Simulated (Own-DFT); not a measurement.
Ti12O23 (rutile with two vacancies, strained, atoms displaced), Si24O47 (quartz with one vacancy, atoms displaced) (calculated)

All values are calculated (Own-DFT development build). A calculation, not a measurement: plane-wave PBE density functional theory by an unreviewed code, no spin, of a simulated periodic cell, stress positive in tension, free energy of the whole cell less one offset for each atom, defect cell not probed for a lower state with spin; oxygen file: force components 24 meV/angstrom off all-electron in one glass; forces on such cells passed a denser k mesh, this cell's mesh not checked; offsets are fitted by least squares, one for each functional and potential file, so energies compare only between cells with the same atoms and settings and are not formation energies; the far tail of each file's local potential was reset to the Coulomb form; each entry is a single point on an unrelaxed cell, so the pressure reflects the starting lattice, mostly measured values (interpolated for alloys), from which strain is counted, and rises with the displacements; printed positions are rounded, which can move forces by about a meV/angstrom; the program, named Own-DFT, is a retired in-house code; no spin-orbit coupling; before rounding, a Quantum ESPRESSO 7.3.1 run of the same cell and cutoff gave forces within 1 meV/angstrom rms on each cell, which checks the program and not the settings.

Common to all runs: functional PBE; potential files PseudoDojo norm-conserving, scalar-relativistic, standard set; wave cutoff 72 hartree; occupations Fermi-Dirac; smearing width 0.1 eV.

(1) Ti12O23 (rutile with two vacancies, strained, atoms displaced)

```
CELL_PARAMETERS angstrom
9.10600 -0.17090 -0.05560
-0.17090 9.35030 0.07780
-0.05380 0.07520 8.70400
ATOMIC_POSITIONS crystal
Ti 0.00209 0.00434 0.99529
Ti 0.24781 0.25365 0.16570
O 0.15329 0.15173 0.00106
O 0.40602 0.09383 0.16496
O 0.08990 0.40226 0.17139
Ti 0.00398 0.00188 0.33126
Ti 0.24742 0.25137 0.50131
O 0.15367 0.15197 0.33666
O 0.34794 0.34644 0.33534
O 0.40630 0.09947 0.49974
O 0.10042 0.39927 0.49426
Ti 0.99950 0.99781 0.67217
Ti 0.24814 0.25193 0.83247
O 0.15162 0.15414 0.66005
O 0.34632 0.34742 0.66706
O 0.39822 0.09653 0.83326
O 0.10123 0.40034 0.83203
Ti 0.99456 0.50059 0.00027
Ti 0.25141 0.74808 0.16747
O 0.15419 0.65333 0.99893
O 0.35055 0.84812 0.00009
O 0.41088 0.59718 0.16732
O 0.09775 0.90080 0.16851
Ti 0.99697 0.49585 0.33351
Ti 0.25149 0.74858 0.50005
O 0.14899 0.64848 0.33519
O 0.35136 0.84359 0.33377
O 0.40031 0.59578 0.50350
O 0.09967 0.90755 0.50801
Ti 0.99963 0.49924 0.66204
Ti 0.24641 0.74751 0.83279
O 0.14887 0.65348 0.66600
O 0.34813 0.85080 0.66881
O 0.40021 0.59828 0.82656
O 0.09249 0.90357 0.83439
Ti 0.49789 0.99930 0.00136
Ti 0.74731 0.24934 0.16856
O 0.65589 0.15678 0.00147
O 0.85307 0.34488 0.00160
O 0.90372 0.10009 0.16876
Ti 0.49906 0.99825 0.32904
Ti 0.74718 0.25126 0.49814
O 0.65391 0.15140 0.33458
O 0.84744 0.34571 0.33486
O 0.90705 0.09138 0.50400
O 0.60039 0.40536 0.49740
Ti 0.50332 0.00104 0.66324
Ti 0.74710 0.24451 0.83218
O 0.64973 0.15191 0.67624
O 0.84780 0.34700 0.66372
O 0.90536 0.09614 0.83361
O 0.59548 0.40113 0.83693
Ti 0.50131 0.50007 0.00134
Ti 0.74998 0.74512 0.17163
O 0.64547 0.65276 0.00481
O 0.85043 0.84180 0.00426
O 0.90294 0.59831 0.16700
O 0.59579 0.90347 0.17521
Ti 0.49717 0.49976 0.33288
Ti 0.75360 0.75248 0.50790
O 0.65040 0.65420 0.32751
O 0.84591 0.84722 0.33244
O 0.89927 0.59090 0.50246
O 0.59760 0.90370 0.50006
Ti 0.50053 0.50299 0.66544
Ti 0.74488 0.75130 0.83342
O 0.64859 0.65696 0.66681
O 0.84688 0.85214 0.67360
O 0.90320 0.59752 0.83861
O 0.60186 0.90188 0.83534
```

- k mesh: 3 x 3 x 3 centred on Gamma
- free energy of cell above offsets: -13.497 eV
- pressure: 9.11 GPa
- stress xx: -8.12 GPa
- stress yy: -5.13 GPa
- stress zz: -14.09 GPa
- stress yz: 2.32 GPa
- stress xz: -1.48 GPa
- stress xy: -7.98 GPa

Force:
```
element  x (eV/Å)  y (eV/Å)  z (eV/Å)
     Ti    -0.596    -1.125     1.326
     Ti    -0.085     0.035     1.196
      O     0.697       0.8     0.246
      O    -0.949     1.163    -0.251
      O     1.576    -0.849    -0.311
     Ti    -0.302    -0.515     0.557
     Ti     0.346    -0.452    -0.057
      O     0.127    -0.034    -0.814
      O     0.637     0.558    -0.806
      O    -0.137     0.019     0.057
      O     -0.35     0.449     0.722
     Ti     0.514     0.486    -1.877
     Ti    -0.153    -0.378    -1.436
      O    -0.052    -0.074     1.374
      O     0.604     0.348     0.337
      O     0.201     0.304     0.356
      O     0.353    -0.016     0.463
     Ti     0.091     0.078    -0.337
     Ti    -0.682     0.509     0.008
      O    -0.102    -0.431     0.417
      O    -0.205    -0.325     0.016
      O    -0.877    -0.229     -0.63
      O     0.514     -0.14     0.042
     Ti     0.458     0.613    -0.213
     Ti    -0.377     0.719     0.135
      O     0.537     0.533    -0.089
      O    -0.319    -0.145    -0.002
      O    -0.146     0.136    -0.543
      O     0.518    -0.944    -0.509
     Ti     0.112    -0.321     0.794
     Ti     0.387     0.551    -0.171
      O    -0.066    -0.118     0.037
      O    -0.157    -0.476    -0.066
      O     -0.19    -0.631      1.06
      O     1.112    -0.721     0.698
     Ti    -0.042    -0.204     -0.56
     Ti     1.354    -1.061     -0.48
      O    -0.892    -0.589     0.271
      O    -0.598     0.221     0.203
      O    -0.319     0.144     -0.26
     Ti    -0.006    -0.096     0.742
     Ti     0.395    -0.274     0.616
      O    -0.226     0.334    -0.247
      O    -0.516     0.105    -0.179
      O    -1.282     1.077    -0.556
      O     0.235    -0.335     0.132
     Ti    -1.007    -0.397    -0.202
     Ti     0.828     0.855     0.256
      O     0.274     0.231    -0.938
      O     0.007    -0.122     0.329
      O    -0.894     0.864     0.166
      O    -0.115    -0.116     0.656
     Ti     0.358     1.487    -1.872
     Ti      0.82     0.927    -0.457
      O    -0.315    -0.993    -0.341
      O    -0.066      0.44    -0.564
      O    -0.287    -0.185    -0.155
      O     0.465    -0.151    -0.813
     Ti    -0.277    -0.018      1.06
     Ti     0.073     0.535    -1.581
      O     -0.55    -1.001     1.445
      O      0.25    -0.035     0.643
      O    -0.472       0.7    -0.172
      O     0.601    -0.413     0.419
     Ti    -0.363    -0.566     0.204
     Ti      0.44     0.659     1.625
      O    -0.003    -0.442    -0.067
      O    -0.491    -0.967    -0.542
      O    -0.361    -0.061    -0.782
      O    -0.053     0.071     0.273
```

(2) Si24O47 (quartz with one vacancy, atoms displaced)

```
CELL_PARAMETERS angstrom
9.82680 0.00000 0.00000
-4.91340 8.51030 0.00000
0.00000 0.00000 10.81040
ATOMIC_POSITIONS crystal
Si 0.23894 0.00257 0.00278
Si 0.99814 0.22125 0.33239
Si 0.26241 0.27202 0.16756
O 0.21072 0.13199 0.05286
O 0.42098 0.29359 0.22381
O 0.37282 0.07236 0.39801
O 0.07009 0.36911 0.43905
O 0.13780 0.20440 0.27392
O 0.29776 0.43484 0.10584
Si 0.22726 0.99926 0.50698
Si 0.99876 0.23786 0.83352
Si 0.26672 0.26785 0.66801
O 0.20566 0.12211 0.55360
O 0.43835 0.30054 0.73708
O 0.36254 0.07015 0.88834
O 0.07690 0.36828 0.94687
O 0.13183 0.21522 0.77186
O 0.30133 0.42779 0.60551
Si 0.24041 0.51001 0.00274
Si 0.99817 0.73343 0.32708
Si 0.26477 0.76241 0.17036
O 0.20157 0.63830 0.05927
O 0.42319 0.78195 0.23150
O 0.36170 0.55789 0.40088
O 0.07807 0.87045 0.43305
O 0.12950 0.70540 0.26968
O 0.28037 0.92235 0.09964
Si 0.23363 0.50004 0.50478
Si 0.99729 0.74667 0.83198
Si 0.26981 0.77203 0.66772
O 0.21472 0.63523 0.56017
O 0.42010 0.79256 0.72339
O 0.36636 0.57669 0.89172
O 0.07540 0.86236 0.94579
O 0.12419 0.70220 0.76857
Si 0.73362 0.99810 0.00092
Si 0.49699 0.23211 0.33638
Si 0.76978 0.27415 0.16505
O 0.70737 0.13410 0.05715
O 0.91653 0.29382 0.22581
O 0.87130 0.07122 0.38872
O 0.57514 0.37370 0.44872
O 0.64373 0.21623 0.27586
O 0.79937 0.42417 0.10287
Si 0.72891 0.99656 0.50904
Si 0.49966 0.23508 0.83349
Si 0.76080 0.26242 0.66994
O 0.71018 0.12914 0.56407
O 0.93812 0.30403 0.72434
O 0.87898 0.07631 0.89137
O 0.56830 0.35469 0.93861
O 0.64543 0.21089 0.77520
O 0.79096 0.42460 0.61182
Si 0.73801 0.50466 0.00110
Si 0.49340 0.72110 0.33359
Si 0.76883 0.76370 0.15874
O 0.70325 0.62247 0.05810
O 0.94196 0.79827 0.22205
O 0.87074 0.58117 0.39825
O 0.56783 0.86354 0.43488
O 0.63004 0.70519 0.27396
O 0.79887 0.92699 0.10262
Si 0.72684 0.50115 0.49597
Si 0.49557 0.73412 0.83414
Si 0.76212 0.76733 0.66919
O 0.70562 0.63149 0.55578
O 0.92074 0.78990 0.72664
O 0.86633 0.56570 0.89065
O 0.57245 0.86888 0.94693
O 0.63780 0.70583 0.77257
O 0.78478 0.91965 0.60369
```

- k mesh: 3 x 3 x 2 centred on Gamma
- free energy of cell above offsets: -17.750 eV
- pressure: 9.44 GPa
- stress xx: -10.48 GPa
- stress yy: -9.88 GPa
- stress zz: -7.96 GPa
- stress yz: 1.42 GPa
- stress xz: -0.2 GPa
- stress xy: 2.65 GPa

Force:
```
element  x (eV/Å)  y (eV/Å)  z (eV/Å)
     Si    -1.288     0.226    -4.889
     Si     -1.91     6.309    -0.886
     Si      1.73    -1.677    -3.132
      O    -2.804     4.311     2.809
      O     2.403    -0.002     1.783
      O    -0.697    -1.012      0.96
      O     0.388    -1.278    -0.605
      O    -0.963    -0.646     0.598
      O     0.603     0.026     1.015
     Si     9.053    -9.198    -3.611
     Si    -0.259     2.704     0.853
     Si     1.675    -1.114     0.328
      O    -6.655     10.27     6.437
      O    -5.716     1.071    -5.715
      O     0.447    -0.435    -0.419
      O    -0.037    -0.216    -0.543
      O     2.698    -0.583    -1.153
      O     0.319    -0.176     0.558
     Si    -2.005    -1.405    -0.911
     Si     1.319     0.165     3.721
     Si     -0.72     1.877    -1.197
      O     0.706    -0.545    -0.625
      O    -1.801     0.626    -1.981
      O     1.952     1.889    -2.681
      O    -0.797    -0.595    -0.379
      O     1.135     -0.77     0.462
      O     4.855    -3.302     5.647
     Si     -0.94     -2.34    -0.732
     Si     3.488    -3.907     1.963
     Si    -6.651     0.486    -3.367
      O    -1.236      1.55     0.979
      O     5.437     0.715     2.967
      O    -0.001    -1.008     0.311
      O    -1.154     0.124     -0.43
      O     0.045     0.769      0.13
     Si     1.422     3.175    -0.997
     Si     0.756     2.083    -0.967
     Si     -1.47    -4.635    -0.477
      O    -0.214     0.327     0.464
      O     6.671     -0.29      3.12
      O    -2.566    -4.643     3.501
      O    -3.927    -6.074    -4.158
      O    -2.497    -0.272     1.051
      O     -2.05     4.167    -1.957
     Si     0.058    -1.179    -6.794
     Si     3.999    -3.683     1.356
     Si     3.844     3.016    -2.428
      O    -1.806     1.691     0.763
      O    -1.561    -0.493    -0.655
      O    -2.161    -3.023     1.913
      O      1.33      4.18     4.058
      O    -3.954    -2.056     3.857
      O    -1.264     1.065    -1.939
     Si     3.232    -6.137    -3.835
     Si    -0.211     0.034     2.775
     Si     0.152    -0.073     3.262
      O    -3.384     4.099     2.448
      O    -4.796     0.452    -3.766
      O     -0.27    -0.982    -0.536
      O     0.719     0.934     1.286
      O     3.575    -0.053    -2.535
      O     0.609    -0.481     0.506
     Si     6.569      1.89      3.38
     Si     1.561     2.283    -0.985
     Si     1.861    -2.359    -3.298
      O    -2.049     3.508     2.584
      O    -1.089     1.626    -1.663
      O    -0.373     1.894    -0.297
      O     -1.07    -2.502    -2.222
      O    -3.908    -0.576     3.068
      O     1.642     0.178      1.85
```

(3) Ti12O23 (rutile with two vacancies, strained, atoms displaced)

```
CELL_PARAMETERS angstrom
9.14020 0.08090 0.09090
0.08090 9.19240 0.07930
0.08790 0.07660 8.82500
ATOMIC_POSITIONS crystal
Ti 0.99694 0.99911 0.00694
Ti 0.25028 0.26082 0.16911
O 0.14509 0.15344 0.99206
O 0.33945 0.34107 0.99642
O 0.40171 0.08734 0.16770
O 0.09779 0.39566 0.16924
Ti 0.00596 0.99506 0.34131
Ti 0.24908 0.24789 0.49394
O 0.15460 0.16710 0.33335
O 0.34685 0.34370 0.33510
O 0.40665 0.09836 0.50535
O 0.10008 0.40765 0.50129
Ti 0.00254 0.98269 0.67307
Ti 0.25127 0.25661 0.83478
O 0.15540 0.15020 0.65560
O 0.34239 0.33336 0.64632
O 0.41061 0.09708 0.82787
O 0.11134 0.38621 0.83581
Ti 0.00244 0.48480 0.01390
Ti 0.25701 0.74710 0.17633
O 0.16360 0.63446 0.99494
O 0.34639 0.84423 0.99087
O 0.39483 0.59245 0.17309
O 0.08351 0.89896 0.14656
Ti 0.99166 0.48435 0.34364
Ti 0.25352 0.74321 0.48682
O 0.16269 0.65226 0.34069
O 0.34299 0.84784 0.32731
O 0.39667 0.58189 0.48824
O 0.10372 0.91862 0.51374
Ti 0.99283 0.49632 0.65197
Ti 0.23852 0.75932 0.83328
O 0.14351 0.64700 0.65109
O 0.34947 0.84582 0.66839
O 0.39869 0.59347 0.82441
O 0.10034 0.91311 0.83614
Ti 0.50298 0.00971 0.00611
Ti 0.75582 0.26170 0.17519
O 0.64716 0.15503 0.99441
O 0.84286 0.33102 0.98925
O 0.89807 0.08509 0.17541
O 0.60428 0.41710 0.15986
Ti 0.49906 0.99322 0.34629
Ti 0.75716 0.24377 0.51376
O 0.66180 0.15036 0.34544
O 0.84345 0.34214 0.33740
O 0.89611 0.09687 0.50855
O 0.59377 0.38972 0.49380
Ti 0.50436 0.99949 0.66650
Ti 0.75380 0.25328 0.84119
O 0.65613 0.16063 0.66596
O 0.86223 0.34211 0.66110
O 0.91177 0.10007 0.82658
O 0.58592 0.39531 0.84045
Ti 0.49426 0.49509 0.00926
Ti 0.75733 0.76245 0.17705
O 0.63403 0.66595 0.02040
O 0.85174 0.83823 0.00019
O 0.90630 0.61390 0.16811
O 0.59919 0.90268 0.17161
Ti 0.49671 0.49313 0.32429
Ti 0.72719 0.76269 0.49657
O 0.66013 0.64944 0.32962
O 0.84310 0.82933 0.33819
O 0.91659 0.58849 0.51368
O 0.60451 0.90820 0.49681
Ti 0.49808 0.49400 0.66626
Ti 0.76302 0.74901 0.83674
O 0.90506 0.59903 0.84522
O 0.60131 0.88386 0.82508
```

* k mesh: 3 x 3 x 3 centred on Gamma
* free energy of cell above offsets: -6.450 eV
* pressure: 13.3 GPa
* stress xx: -12.57 GPa
* stress yy: -11.23 GPa
* stress zz: -16.1 GPa
* stress yz: 1.97 GPa
* stress xz: -0.39 GPa
* stress xy: 5.11 GPa

Force:
```
element  x (eV/Å)  y (eV/Å)  z (eV/Å)
     Ti    -0.846     2.712    -1.409
     Ti     0.733    -2.348    -0.731
      O       0.3      -0.5     1.308
      O     1.939     1.369     1.277
      O    -0.451     0.936      0.38
      O    -0.725     0.575     1.018
     Ti    -0.595     1.186     -0.68
     Ti    -0.598    -1.201     2.742
      O     -2.21    -2.856    -1.078
      O      1.24     0.918    -1.955
      O      0.26    -0.843    -0.986
      O      0.61    -1.044    -1.421
     Ti    -0.407     3.513     0.741
     Ti    -0.451    -2.235    -1.822
      O    -0.798    -0.686     0.558
      O     2.093     2.379     1.873
      O     0.384     -0.49      0.23
      O    -2.557     2.599     0.304
     Ti     0.284     2.997    -2.714
     Ti    -0.987      0.12    -4.098
      O    -0.836      0.24     0.496
      O    -0.193    -0.033     0.729
      O    -0.327     0.151    -0.248
      O     2.642    -2.147     3.724
     Ti     0.035     1.443    -1.166
     Ti    -0.092    -0.647     4.759
      O    -2.011    -0.801    -1.209
      O     0.959     1.009     0.239
      O     0.361     1.558     1.053
      O     1.008    -2.018     -2.62
     Ti     2.786    -0.772     6.467
     Ti     1.579    -1.739     0.188
      O     1.065     1.399     0.759
      O     0.308    -0.011    -0.789
      O     0.779    -0.188    -0.582
      O     0.272     -1.52    -0.067
     Ti    -0.393    -0.972     -0.58
     Ti    -1.266    -2.769      0.66
      O     0.189    -0.385     0.809
      O     2.656     2.693     2.748
      O     -0.68      1.37      0.44
      O     1.179     -1.99      0.39
     Ti    -0.381      2.66    -3.411
     Ti    -1.551     0.052    -0.561
      O    -0.973    -0.253    -1.749
      O     1.592     1.669    -0.738
      O     1.445    -2.218    -0.944
      O      0.11     1.436     0.359
     Ti     -1.16     0.301     3.116
     Ti    -1.055    -2.027    -2.631
      O    -1.135    -1.493      1.11
      O     -1.05     0.006     0.985
      O    -1.617    -0.138    -0.127
      O     0.885     0.521    -0.958
     Ti     0.227     2.498    -3.415
     Ti    -1.744    -1.759    -3.271
      O     0.485    -1.207    -1.619
      O     0.011      0.98    -1.456
      O     1.559     -3.04    -0.005
      O    -0.182     0.741     0.241
     Ti     1.114    -0.202      3.13
     Ti     1.971    -3.124    -1.003
      O     -1.34     -0.78     1.785
      O     2.835     2.773      2.78
      O    -4.252      3.64    -4.626
      O    -0.127    -0.041     0.988
     Ti    -1.697    -1.559      0.27
     Ti    -1.271    -0.459     3.054
      O    -0.251    -0.739    -0.626
      O     0.319     0.789    -0.417
```
